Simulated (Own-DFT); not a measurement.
# Strain and stress in wurtzite GaN, 72 atoms (Ga36N36)

Calculated results; nothing here was measured. They come from Own-DFT, an in-house plane-wave density functional program, since retired, whose code no person has reviewed. Each row is one single-point run on a periodic cell that was not relaxed, without spin or spin-orbit coupling.

Settings of every run: PBE; PseudoDojo norm-conserving scalar-relativistic files (stringent for Ga); cutoff 96 hartree; 4 x 4 x 3 k mesh centred on Gamma; Gaussian smearing of 0.01 eV.

Known limits: forces not confirmed at this smearing and k mesh; stress not checked against mesh or cutoff.

Unstrained cell vectors in Å: (9.567, 0.000, 0.000); (-4.784, 8.285, 0.000); (0.000, 0.000, 10.370). The unstrained cell has measured lattice constants (interpolated for alloys), not those of this functional. That, the random moves and any unrelaxed bonds set the pressure at no strain. Each run strains this cell uniformly, with the atoms carried along. Every atom was also moved at random, by a Gaussian of width 0.05 Å on each axis. Strain is the symmetric tensor, in per cent. Stress is positive in tension, and the pressure is minus a third of its trace.

| run | e_xx (%) | e_yy (%) | e_zz (%) | s_xx (GPa) | s_yy (GPa) | s_zz (GPa) | P (GPa) | E (meV/atom) |
|---|---|---|---|---|---|---|---|---|
| 1 | 0.00 | 0.00 | -1.75 | -8.94 | -7.60 | -16.44 | 10.99 | 41.9 |
| 2 | 0.00 | 0.00 | 1.25 | -4.09 | -6.22 | -2.54 | 4.29 | 0.0 |
| 3 | 0.00 | 0.00 | 2.50 | -5.21 | -5.97 | 3.54 | 2.55 | 14.0 |
| 4 | 0.00 | 0.00 | 1.00 | -6.11 | -5.27 | -3.15 | 4.84 | 6.1 |
| 5 | 0.00 | 0.00 | -1.50 | -9.19 | -6.13 | -15.46 | 10.26 | 30.9 |
| 6 | 0.00 | 0.00 | 3.00 | -3.90 | -3.91 | 3.50 | 1.44 | 15.1 |
| 7 | 0.00 | 0.00 | 2.00 | -4.66 | -7.30 | 1.33 | 3.54 | 13.8 |
| 8 | 0.00 | 0.00 | 0.50 | -6.40 | -6.82 | -4.07 | 5.76 | 1.2 |
| 9 | 0.00 | 0.00 | -1.00 | ? | ? | ? | ? | ? |

E is the free energy for each atom above the lowest run shown.

## Worked fit

The change of volume is close to e_xx + e_yy + e_zz. A straight line through the runs shown gives P = 7.19 - 198 x (fractional change of volume) GPa, with an error of 8 on the slope and a scatter of 0.38 GPa. The strain isn't the same on all axes and the cell isn't cubic, so the slope belongs to this path and is not the bulk modulus.

## Withheld run

Question: what pressure should run 9 give? Its volume changes by -1.00 %.

The line gives 9.2 GPa. The calculation gave 9.21 GPa.
